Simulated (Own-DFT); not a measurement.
# How strain changes the stress of diamond silicon, 64 atoms (Si64)

These are calculations, not measurements. They come from Own-DFT, an in-house plane-wave density functional program, since retired, whose code no person has reviewed. Each row is one single-point run on a periodic cell that was not relaxed, without spin or spin-orbit coupling.

Settings of every run: PBE; PseudoDojo norm-conserving scalar-relativistic files; cutoff 20 hartree; 3 x 3 x 3 k mesh centred on Gamma; Fermi-Dirac smearing of 0.1 eV.

Known limits: k mesh not checked against a denser one; stress not checked against mesh or cutoff.

Unstrained cell vectors in Å: (10.862, 0.000, 0.000); (0.000, 10.862, 0.000); (0.000, 0.000, 10.862). The unstrained cell has measured lattice constants (interpolated for alloys), not those of this functional. That, the random moves and any unrelaxed bonds set the pressure at no strain. Each run strains this cell uniformly, with the atoms carried along. Every atom was also moved at random, by a Gaussian of width 0.05 Å on each axis. Strain is the symmetric tensor, in per cent. Stress is positive in tension, and the pressure is minus a third of its trace.

| run | e_xx (%) | e_yy (%) | e_zz (%) | e_yz (%) | e_xz (%) | e_xy (%) | s_xx (GPa) | s_yy (GPa) | s_zz (GPa) | s_yz (GPa) | s_xz (GPa) | s_xy (GPa) | P (GPa) | E (meV/atom) |
|---|---|---|---|---|---|---|---|---|---|---|---|---|---|---|
| 1 | 1.33 | -0.28 | -1.14 | 1.15 | 0.61 | 1.30 | -1.58 | -3.14 | -3.59 | 1.98 | 0.81 | 3.61 | 2.77 | 11.5 |
| 2 | 0.66 | 0.49 | 1.65 | -1.35 | -1.37 | 0.64 | -0.33 | -0.57 | 0.50 | -3.30 | -2.56 | 0.46 | 0.13 | 10.7 |
| 3 | 0.56 | -1.57 | 1.09 | 0.40 | 0.92 | -0.58 | -2.33 | -4.20 | -1.69 | 0.65 | 2.62 | -1.84 | 2.74 | 19.3 |
| 4 | 0.24 | -1.76 | -0.03 | -1.82 | -0.04 | -1.01 | -3.62 | -5.22 | -3.78 | -4.22 | -0.09 | -1.74 | 4.21 | 16.0 |
| 5 | 0.91 | 1.01 | -0.21 | 0.70 | 1.12 | -1.20 | -0.64 | -0.59 | -1.68 | 1.95 | 1.91 | -2.36 | 0.97 | 0.0 |
| 6 | 1.41 | 0.39 | -1.27 | -0.58 | 1.19 | -0.92 | -1.32 | -2.25 | -3.75 | -1.54 | 3.00 | -1.88 | 2.44 | 25.2 |
| 7 | 1.37 | -1.12 | -1.75 | 0.47 | -1.22 | 0.90 | -2.74 | -5.10 | -5.43 | -0.51 | -2.45 | 1.33 | 4.42 | 45.3 |
| 8 | 1.75 | 0.80 | 1.59 | -1.40 | 0.72 | -0.55 | 1.45 | 0.54 | 1.15 | -2.52 | 1.38 | -0.85 | -1.05 | 2.0 |
| 9 | 1.09 | -0.38 | -1.77 | 0.40 | 0.98 | -1.42 | -2.74 | -4.07 | -5.04 | 1.98 | 2.74 | -3.61 | 3.95 | 30.6 |
| 10 | 0.08 | -0.19 | -0.42 | -0.01 | -0.15 | -1.24 | -3.13 | -3.04 | -3.32 | 0.55 | -0.55 | -2.92 | 3.16 | 13.4 |
| 11 | 1.81 | -1.76 | 1.87 | 0.64 | 1.51 | -0.95 | -0.06 | -2.99 | -0.17 | 2.45 | 3.50 | -2.68 | 1.07 | 19.9 |
| 12 | 1.62 | -1.09 | 0.74 | -1.56 | 0.94 | 1.69 | -0.55 | -2.90 | -1.38 | -3.25 | 1.89 | 3.23 | 1.61 | 18.9 |
| 13 | 0.47 | 0.14 | -1.88 | 0.84 | -0.74 | -1.20 | -3.29 | -3.59 | -5.37 | 2.56 | -1.48 | -3.20 | 4.08 | 21.9 |
| 14 | -0.96 | -1.61 | 1.46 | 1.31 | -1.72 | -1.09 | -4.45 | -4.98 | -2.07 | 2.36 | -3.60 | -1.72 | 3.83 | 25.2 |
| 15 | 0.24 | 1.55 | 0.46 | 1.34 | 1.85 | -1.84 | -1.42 | -0.18 | -1.14 | 3.05 | 4.89 | -3.61 | 0.91 | 23.9 |
| 16 | -0.46 | -1.33 | 0.40 | -1.32 | -0.30 | -1.36 | -4.29 | -4.92 | -3.37 | -2.60 | -1.59 | -3.93 | 4.20 | 23.1 |
| 17 | -0.94 | 0.52 | 1.27 | -0.94 | -0.60 | 0.23 | -2.76 | -1.61 | -0.80 | -1.89 | -0.65 | 0.05 | 1.73 | 3.3 |
| 18 | 1.10 | -1.79 | -0.04 | -1.69 | -0.75 | 1.08 | ? | ? | ? | ? | ? | ? | ? | ? |

E is the free energy for each atom above the lowest run shown.

## Worked fit

Each stress component was fitted by least squares to a constant and the strains of the runs shown, as fractions, with shears doubled. Shear strains stay in the fit of a normal stress only where such slopes are resolved. The slopes, in GPa:

```
stress,at no strain,per e_xx,per e_yy,per e_zz,scatter
s_xx,-2.8,152 ± 5,69 ± 4,68 ± 3,0.16
s_yy,-2.8,62 ± 5,153 ± 4,70 ± 3,0.17
s_zz,-2.7,54 ± 5,65 ± 4,152 ± 3,0.16
```

Each shear stress against twice its own strain: yz 105 ± 8, xz 110 ± 10, xy 111 ± 10 GPa. These are stiffnesses along x, y and z of the frame in which the cell vectors are given, which need not be the crystal's axes. The atoms are held to the strained lattice; where symmetry lets them move under strain, relaxing them would lower some slopes. The table should be nearly symmetric about its diagonal, and what it lacks of that shows the noise. A ninth of its sum, 94 ± 2 GPa, estimates the bulk modulus near the mean pressure of these runs, 2.4 GPa, so it lies above the value at zero pressure.

## Withheld run

Question: what normal stresses and pressure should run 18 give?

The fit gives s_xx = -2.4, s_yy = -4.9, s_zz = -3.4 and P = 3.6 GPa. The calculation gave -2.27, -4.90, -3.35 and P = 3.51 GPa.
